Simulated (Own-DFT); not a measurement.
Simulation results for Hf36O71 (tetragonal hafnia with one neutral oxygen vacancy, atoms displaced)

A calculation, not a measurement: plane-wave PBE and HSE06 DFT by an unreviewed code, no spin, of a simulated cell at Gamma alone, so results move with cell size and shape, stress positive in tension, energies less offsets, not probed for a lower state with spin; hafnium file: forces about 75 meV/angstrom off all-electron values; oxygen file: force components 24 meV/angstrom off all-electron in a glass; k mesh not checked against a denser one; forces and stress are PBE's, HSE06 gives the energy alone, and its difference from PBE has offsets of its own; offsets are fitted by least squares, one for each functional and potential file, so energies compare only between cells with the same atoms and settings and are not formation energies; the far tail of each file's local potential was reset to the Coulomb form; each entry is a single point on an unrelaxed cell, so the pressure reflects the starting lattice, taken from the Materials Project, from which strain is counted, and rises with the displacements; printed positions are rounded, which can move forces by about a meV/angstrom; the program is a retired in-house code; no spin-orbit coupling. Program: Own-DFT development build.

Settings shared by all entries: first functional PBE; second functional HSE06; exact exchange share 0.25; screening 0.11 1/bohr; exchange divergence Gygi-Baldereschi; potential files PseudoDojo norm-conserving, scalar-relativistic, made for PBE, standard set; wave cutoff 48 hartree; occupations fixed; k mesh 1 x 1 x 1 centred on Gamma.

(1) 
```xyz
107
Lattice="10.7800 0.0000 0.0000 0.0000 10.7800 0.0000 0.0000 0.0000 10.4493" Properties=species:S:1:pos:R:3:force_x:R:1:force_y:R:1:force_z:R:1 formula=Hf36O71 PBE_energy_of_cell_above_offsets=-100.980 HSE06_less_PBE_above_offsets=-0.146 PBE_pressure=0.64 PBE_stress_xx=-1.87 PBE_stress_yy=1.06 PBE_stress_zz=-1.1 PBE_stress_yz=0.33 PBE_stress_xz=-0.21 PBE_stress_xy=0.04
Hf    10.7672    10.7788     0.0070      0.517      0.663     -0.394
Hf     1.7919     1.7489     2.6784      0.646      0.786     -0.615
O      0.0468     1.7598     1.6058     -0.821     -0.178     -0.029
O      1.7974     0.0316     3.6716     -0.101     -1.342     -0.247
O      0.0029     1.7717     4.1925     -0.009      0.651      0.978
O      1.8235    10.7396     1.0206     -0.911     -0.381      0.043
Hf     0.0027    10.7401     5.2427      0.403      0.362     -0.882
Hf     1.7216     1.7892     7.7952     -0.008      0.458      0.442
O      1.8081     0.0350     8.8343      0.167     -0.418      0.167
O      0.0258     1.7457     9.4029      0.036      0.699      0.006
O      1.7638    10.7782     6.2537      0.399      0.308      0.305
Hf     0.0176     3.6296     0.0427     -0.713     -0.693     -0.997
Hf     1.8030     5.3701     2.6353      0.878      0.274      -0.55
O     10.7714     5.3792     1.6038      0.829     -0.064     -0.677
O      1.7600     3.6330     3.6406     -0.023     -0.547     -0.043
O     10.7368     5.4213     4.1957      0.201     -0.521      0.067
O      1.7688     3.5813     0.9893       0.59      0.351      0.569
Hf    10.7794     3.6038     5.2300      0.059     -0.485     -0.942
Hf     1.7815     5.3905     7.7869      0.566      0.104      1.485
O      0.0612     5.4088     6.8165     -1.451     -0.358     -0.639
O      1.7867     3.6116     8.8791      0.125     -0.307     -0.777
O     10.7484     5.3765     9.3956      0.363      0.426      0.541
O      1.7741     3.5504     6.2138       0.04     -0.209      0.585
Hf     0.0292     7.1837    10.4315     -0.256     -0.131     -0.488
Hf     1.7357     8.9496     2.5441       1.52      0.275      0.871
O     10.7505     8.9434     1.6085      0.332      0.288     -0.981
O      1.7987     7.1647     3.6461      0.018      0.394      0.028
O     10.7377     8.9578     4.1731      0.297       0.12      0.281
O      1.8289     7.1819     1.0450     -0.574      0.156     -0.416
Hf     0.0665     7.1479     5.2526     -1.359      0.514     -1.123
Hf     1.7973     9.0276     7.8735     -0.012     -0.193     -0.046
O     10.7765     8.9684     6.8552      0.691      0.049     -0.792
O      1.7761     7.2062     8.8433     -0.034     -0.386     -0.055
O      0.0458     9.0280     9.3899     -0.208     -0.492      0.739
O      1.7492     7.1541     6.2460      1.851      0.187      0.226
Hf     3.5951    10.7697     0.0082      0.997      0.425      0.111
Hf     5.3932     1.7965     2.6045      -0.01     -0.239     -0.468
O      3.5848     1.7572     1.5950     -0.166     -0.018      0.216
O      5.3929     0.0198     3.6540      -0.26     -0.362      0.027
O      3.5842     1.8354     4.1696     -0.194     -0.493      0.747
O      5.4627     0.0264     1.0661     -0.813     -0.427     -0.396
Hf     3.6089     0.0063     5.2493      0.305      0.487     -0.455
Hf     5.3657     1.8111     7.8357      0.243     -0.505      0.698
O      3.5945     1.7888     6.8372     -0.613     -0.185     -0.353
O      5.3884    10.7492     8.8530     -0.043      0.109     -0.206
O      3.5990     1.7528     9.4637     -0.028      0.467     -0.087
O      5.4349    10.7627     6.2444     -0.915      0.081      0.087
Hf     3.5614     3.6017    10.4019      0.536     -0.521      0.489
Hf     5.4499     5.3544     2.5781     -1.785          0      1.005
O      3.6225     5.3779     1.5759     -0.458      -0.02      0.234
O      5.3811     3.5452     3.6324      0.322       0.91      0.045
O      3.6214     5.4127     4.2073     -0.314     -0.254      0.278
O      5.3757     3.5814     1.0139      0.039      0.044      0.121
Hf     3.5913     3.6020     5.2368      0.348     -0.034     -0.628
Hf     5.3598     5.4535     7.8130       0.34     -1.414      0.713
O      3.5840     5.3579     6.8162     -0.004      0.332      -0.11
O      5.3277     3.5634     8.9068      0.146       0.86      -0.89
O      3.6011     5.4033     9.4282     -0.015      0.059     -0.402
O      5.3535     3.5775     6.2402      0.685      0.376      0.112
Hf     3.6664     7.1760    10.4237      -0.84      0.163      0.724
Hf     5.4123     9.0041     2.6218     -0.318     -0.065      0.351
O      3.5889     8.9516     1.5958      0.278      0.231      0.049
O      5.4219     7.1798     3.6516     -0.147      0.341      -0.23
O      3.5654     9.0129     4.2083      0.107     -0.249     -0.011
O      5.3966     7.1992     1.0274     -0.016      0.125      0.026
Hf     3.5896     7.2311     5.1898      0.255     -0.228      -0.24
Hf     5.3438     8.9154     7.8263      1.084      1.684      0.266
O      3.5982     8.9708     6.7679     -0.552     -0.084      0.171
O      5.3294     7.1915     8.9007      0.187     -0.427     -0.369
O      3.6090     8.9822     9.3905      -0.32     -0.084      0.105
O      5.4420     7.2083     6.2392     -1.071     -0.357      0.555
Hf     7.2228    10.7707     0.0144     -1.143      0.157     -1.275
Hf     8.9932     1.7574     2.6572     -0.304      1.522     -0.666
O      7.2104     1.8353     1.5220      0.046     -0.239      0.821
O      8.9829     0.0784     3.6846      0.242     -1.634     -0.663
O      7.1940     1.7666     4.2041      0.075       0.78       0.13
O      8.9656    10.7730     0.9985      0.854     -0.208      0.764
Hf     7.2045     0.0130     5.2729     -0.251     -0.185     -0.589
Hf     8.9981     1.8038     7.8479      0.029      0.445      0.016
O      7.1706     1.8492     6.8727      0.537      -0.26     -0.631
O      8.9573     0.0486     8.8276      0.212     -1.132     -0.006
O      7.2167     1.8163     9.3852     -0.278     -0.629      0.491
O      9.0428    10.7758     6.1904     -0.655       0.33      1.166
Hf     7.1707     3.5325    10.4328     -0.052      0.126          0
Hf     9.0271     5.3627     2.5504     -1.056       0.66      0.885
O      7.1225     5.4352     1.6060      1.942     -0.082     -0.588
O      8.9430     3.6215     3.6353      0.213     -0.579     -0.208
O      7.1782     5.3794     4.2173     -0.223      0.098     -0.181
O      8.9710     3.5648     1.0257      0.406      0.605       0.12
Hf     7.1985     3.6420     5.2086     -0.634     -1.432     -0.137
Hf     8.9856     5.3920     7.7899      0.284     -0.076      1.589
O      7.1984     5.4139     6.8076     -0.237      -0.27     -0.084
O      9.0167     3.5729     8.9096     -0.045      0.413     -1.168
O      7.1786     5.3715     9.4258     -0.163      0.319     -0.031
O      8.9996     3.5595     6.1849      0.069      0.175      0.931
Hf     7.1796     7.1710     0.0477       0.83      0.168       -0.7
Hf     9.0274     9.0265     2.6193     -1.388     -0.998      1.231
O      7.1920     8.9680     1.6440      0.398      0.008     -0.441
O      8.9739     7.1669     3.6011     -0.323      0.196     -0.281
O      7.2343     9.0078     4.2410     -0.075     -0.133      0.091
O      8.9993     7.1817     1.0209      0.061     -0.104      -0.26
Hf     7.2176     7.1494     5.2275      0.251      1.028     -0.907
Hf     9.0082     8.9630     7.7836      -1.08      0.068      1.301
O      7.1942     8.9811     6.8413      0.233     -0.066      -0.11
O      8.9966     7.1619     8.8975      0.201      0.275     -0.937
O      7.1947     8.9680     9.3938      0.046     -0.269      1.013
O      9.0202     7.1777     6.2344     -0.055     -0.162      0.387
```

Units: PBE_energy_of_cell_above_offsets, HSE06_less_PBE_above_offsets in eV; PBE_pressure, PBE_stress_xx, PBE_stress_yy, PBE_stress_zz, PBE_stress_yz, PBE_stress_xz, PBE_stress_xy in GPa; force_x, force_y, force_z in eV/Å.

(2) 
```xyz
107
Lattice="10.7800 0.0000 0.0000 0.0000 10.7800 0.0000 0.0000 0.0000 10.4493" Properties=species:S:1:pos:R:3 formula=Hf36O71
Hf     0.0542    10.7380    10.4293
Hf     1.8031     1.8007     2.6306
O     10.7441     1.8139     1.5497
O      1.8409    10.7357     3.5983
O      0.0402     1.7430     4.1695
O      1.7731    10.7749     0.9996
Hf     0.0225    10.7670     5.1831
Hf     1.7509     1.8154     7.8418
O      0.0283     1.7744     6.8710
O      1.8405     0.0271     8.9512
O      0.0336     1.7884     9.4273
O      1.7752    10.7679     6.2044
Hf    10.7489     3.6360     0.0018
Hf     1.8229     5.4176     2.6215
O     10.7694     5.4029     1.6295
O      1.7878     3.5752     3.7036
O      0.0137     5.4102     4.2299
O      1.7198     3.5592     0.9945
Hf    10.7488     3.5485     5.1994
Hf     1.7396     5.3962     7.8365
O      0.0148     5.3822     6.8071
O      1.8487     3.6131     8.8816
O      1.7671     3.5254     6.2313
Hf    10.7767     7.1957     0.0312
Hf     1.7901     8.9345     2.6235
O     10.7445     9.0305     1.5925
O      1.7648     7.1719     3.6412
O     10.7398     8.9770     4.1871
O      1.7924     7.1758     1.0210
Hf     0.0388     7.2058     5.2037
Hf     1.7962     8.9733     7.8861
O      0.0114     9.0373     6.7842
O      1.8280     7.2265     8.8666
O      0.0050     8.9824     9.4221
O      1.7970     7.2016     6.2388
Hf     3.6460     0.0253     0.0282
Hf     5.4338     1.8078     2.6079
O      3.5587     1.8342     1.6493
O      5.3763     0.0402     3.6170
O      3.5553     1.8178     4.2004
O      5.3903    10.7649     0.9990
Hf     3.6320    10.7729     5.2602
Hf     5.3976     1.8004     7.8574
O      3.5814     1.7898     6.8605
O      5.4225    10.7372     8.8708
O      3.5584     1.8514     9.4302
O      5.3720     0.0085     6.2401
Hf     3.5996     3.6080     0.0433
Hf     5.4058     5.3578     2.6309
O      3.5606     5.4182     1.5353
O      5.3094     3.6034     3.6374
O      3.5691     5.3595     4.1766
O      5.4510     3.5504     0.9921
Hf     3.5918     3.5766     5.2378
Hf     5.3616     5.3466     7.8016
O      3.5862     5.3599     6.8042
O      5.3572     3.6426     8.8545
O      3.5715     5.3944     9.4314
O      5.4828     3.6264     6.3013
Hf     3.5967     7.2458     0.0255
Hf     5.3797     8.9739     2.6117
O      3.5849     8.9770     1.5517
O      5.4142     7.2181     3.6484
O      3.6125     9.0228     4.1786
O      5.4281     7.2488     1.0225
Hf     3.6482     7.1619     5.1883
Hf     5.3942     8.9819     7.8015
O      3.5861     8.9258     6.8094
O      5.4280     7.1565     8.8465
O      3.6598     8.9511     9.4039
O      5.4434     7.1728     6.1986
Hf     7.1845    10.7287    10.4319
Hf     8.9820     1.7958     2.6323
O      7.2177     1.8389     1.5465
O      9.0021     0.0211     3.6413
O      7.1454     1.8301     4.2262
O      8.9242    10.7702     1.0268
Hf     7.2114    10.7490     5.2750
Hf     8.9739     1.7620     7.8276
O      7.1302     1.8074     6.7933
O      9.0106     0.0429     8.8992
O      7.1811     1.8674     9.4383
O      9.0011    10.7310     6.2712
Hf     7.2000     3.6035    10.4384
Hf     8.9774     5.4092     2.5990
O      7.1541     5.3864     1.6028
O      9.0224     3.5525     3.6680
O      7.1536     5.3676     4.1871
O      8.9615     3.5941     0.9931
Hf     7.2023     3.5909     5.2231
Hf     8.9588     5.4274     7.9028
O      7.1842     5.3309     6.7980
O      8.9558     3.6554     8.8610
O      7.1312     5.3871     9.4436
O      8.9786     3.5779     6.1976
Hf     7.2175     7.2496    10.4281
Hf     8.9846     8.9640     2.5900
O      7.1883     8.9952     1.5670
O      8.9561     7.1937     3.6514
O      7.1761     8.9896     4.1841
O      8.9771     7.2007     0.9803
Hf     7.1676     7.1703     5.1916
Hf     9.0112     8.9597     7.8227
O      7.1950     9.0007     6.8227
O      8.9626     7.1323     8.8068
O      7.1863     9.0059     9.3838
O      8.9409     7.2197     6.2973
```

**Q.** Give the missing PBE pressure for Hf36O71 (tetragonal hafnia with one neutral oxygen vacancy, atoms displaced) (entry 2).
**A.** 0.63 GPa

Further results for Hf36O71 (tetragonal hafnia with one neutral oxygen vacancy, atoms displaced) (entry 2):

```
PBE energy of cell above offsets : -100.686 eV
HSE06 less PBE above offsets     : -0.122 eV
PBE stress xx                    : -0.57 GPa
PBE stress yy                    : -0.18 GPa
PBE stress zz                    : -1.14 GPa
PBE stress yz                    : 0.05 GPa
PBE stress xz                    : -0.38 GPa
PBE stress xy                    : -0.04 GPa
```

Force:
```tsv
element	x (eV/Å)	y (eV/Å)	z (eV/Å)
Hf	-0.964	1.658	0.556
Hf	-0.872	-0.095	-0.089
O	0.09	-0.213	0.779
O	-0.389	0.029	-0.013
O	-0.097	0.487	0.346
O	1.018	-0.117	0.484
Hf	-0.036	-0.271	0.376
Hf	0.956	0.217	0.906
O	-1.501	-0.006	-0.975
O	-0.181	-0.913	-1.17
O	-0.212	0.598	-0.005
O	0.75	0.072	0.369
Hf	0.084	-0.767	-0.414
Hf	-0.303	-1.381	0.071
O	0.025	0.257	-0.535
O	-0.035	0.678	-1.043
O	-0.248	-0.28	-0.168
O	0.951	0.394	0.623
Hf	0.561	0.504	0.035
Hf	1.128	-0.23	0.353
O	-0.767	0.104	0.803
O	-0.996	0.405	-0.558
O	0.22	0.207	0.276
Hf	0.546	-0.678	-0.6
Hf	0.104	1.342	-0.413
O	0.675	-0.486	-0.05
O	0.286	0.349	0.098
O	0.288	-0.134	-0.312
O	-0.522	0.315	0.335
Hf	-0.752	-0.434	0.971
Hf	0.234	0.804	-0.767
O	0.109	-0.52	0.628
O	-0.713	-0.721	0.153
O	-0.229	-0.761	-0.301
O	0.289	-0.051	-0.249
Hf	-1.413	0.116	-0.93
Hf	-0.014	0.172	-0.076
O	0.998	-0.202	-0.63
O	0.072	-0.553	-0.069
O	0.149	-0.619	0.672
O	0.33	0.262	0.564
Hf	-1.136	0.658	-0.809
Hf	-0.432	0.639	0.441
O	0.509	-0.001	-0.382
O	-0.245	0.842	-0.269
O	0.768	-0.907	0.734
O	0.621	-0.332	0.357
Hf	-0.42	0.454	-0.929
Hf	-0.222	0.322	-0.511
O	0.776	-0.302	0.913
O	0.272	-0.183	-0.095
O	0.076	0.783	-0.001
O	-1.311	0.288	0.789
Hf	-0.118	-0.257	0.413
Hf	0.503	0.374	0.718
O	-0.362	0.216	-0.465
O	-0.102	-1.116	0.117
O	0.12	0.517	0.334
O	-1.791	-0.415	-0.727
Hf	0.758	-1.31	-0.831
Hf	0.154	0.529	-0.143
O	-0.195	-0.086	0.443
O	-0.469	-0.835	-0.24
O	0.076	-1.178	0.118
O	-0.357	-0.05	0.058
Hf	-0.493	0.415	0.737
Hf	-0.323	-0.773	0.748
O	0.166	0.289	-0.067
O	-0.043	0.733	-0.463
O	-0.271	1.026	0.18
O	-1.015	0.136	0.259
Hf	0.545	1.377	0.19
Hf	0.234	-0.378	-1.088
O	-0.417	-0.354	0.946
O	-0.371	-0.531	0.153
O	0.051	-0.857	-0.392
O	0.779	-0.288	-0.17
Hf	-0.139	0.418	-0.713
Hf	-0.062	0.778	0.445
O	1.198	-0.656	0.359
O	-0.373	-0.787	-0.623
O	-0.121	-1.441	-0.662
O	-0.178	0.577	-0.056
Hf	0.067	0.274	-0.195
Hf	-0.308	-0.768	0.485
O	0.638	0.235	0.265
O	0.02	0.983	-0.668
O	0.035	0.171	-0.315
O	0.538	0.613	0.569
Hf	0.067	0.243	0.616
Hf	-0.347	-1.363	-1.947
O	0.434	0.571	0.224
O	0.81	-0.893	-0.146
O	0.609	0.737	0.071
O	0.278	-0.475	0.517
Hf	-1.602	-1.106	-0.454
Hf	-0.447	1.181	0.419
O	-0.071	-0.148	0.029
O	0.016	-0.402	-0.565
O	-0.038	0.185	0.209
O	0.38	-0.05	0.564
Hf	1.091	-0.026	0.32
Hf	-0.072	0.516	-0.481
O	-0.085	0.35	-0.252
O	0.475	1.795	1.616
O	0.53	-0.587	0.035
O	0.719	0.091	-0.769
```
